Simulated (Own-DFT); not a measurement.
# A layer strained by its substrate: wurtzite AlGaN with randomly placed atoms, 72 atoms (Al27Ga9N36)

Calculated, not measured: single-point runs of Own-DFT, a retired in-house plane-wave DFT program that no person has reviewed, on unrelaxed cells, without spin or spin-orbit coupling.

All runs used: PBE; PseudoDojo norm-conserving scalar-relativistic files; cutoff 42 hartree; 4 x 4 x 3 k mesh centred on Gamma; Fermi-Dirac smearing of 0.1 eV.

Caveats: forces on such cells passed a denser k mesh, each cell not checked; stress not checked against mesh or cutoff.

Unstrained cell vectors in Å: (9.394, 0.000, 0.000); (-4.697, 8.135, 0.000); (0.000, 0.000, 10.066). The unstrained cell has measured lattice constants (interpolated for alloys), not those of this functional. That, the random moves and any unrelaxed bonds set the pressure at no strain. Each run strains x and y alike by e, as a substrate would, and holds the height along z. All atoms carry random offsets, Gaussian with a width of 0.05 Å per axis. The random placing of the alloy's atoms differs from row to row. Stress is positive in tension.

```
e (%),u (Å),(s_xx + s_yy)/2 (GPa),s_zz (GPa)
-2.50,0.051,-22.58,-12.40
-1.75,0.047,-16.68,-10.34
-1.50,0.052,-16.43,-8.93
-1.00,0.046,-11.57,-8.56
-0.25,0.053,-7.75,-8.05
1.75,0.050,2.96,-5.27
2.00,0.048,4.41,-3.98
2.50,0.053,5.53,-2.38
2.75,0.050,?,?
3.00,0.048,8.12,-2.78
```

## Worked fit

With e as a fraction, the in-plane stress is -6.1 + 574 e - 3556 e² GPa (errors 11 and 829, scatter 0.59), and s_zz is -7.4 + 167 e GPa (slope ± 12, scatter 0.70). At e = 0 the first slope is C11 + C12 and the second 2 C13, both with the ions held to the strained lattice and at the cell's own pressure. The term in e² is negative: the layer stiffens under compression and softens under tension. A free layer would change its height as e changes, and the in-plane slope would drop by 2 C13²/C33 to the biaxial modulus. At fixed height, a misfit of 1 % moves the in-plane stress by about 5.7 GPa and s_zz by 1.7 GPa.

## Withheld run

The question: what are the two stresses at e = 2.75 %?

Estimate: 7.0 and -2.8 GPa. The hidden result is 8.13 and -5.75 GPa. That is outside the usual scatter, by luck or through something left out of the fit.
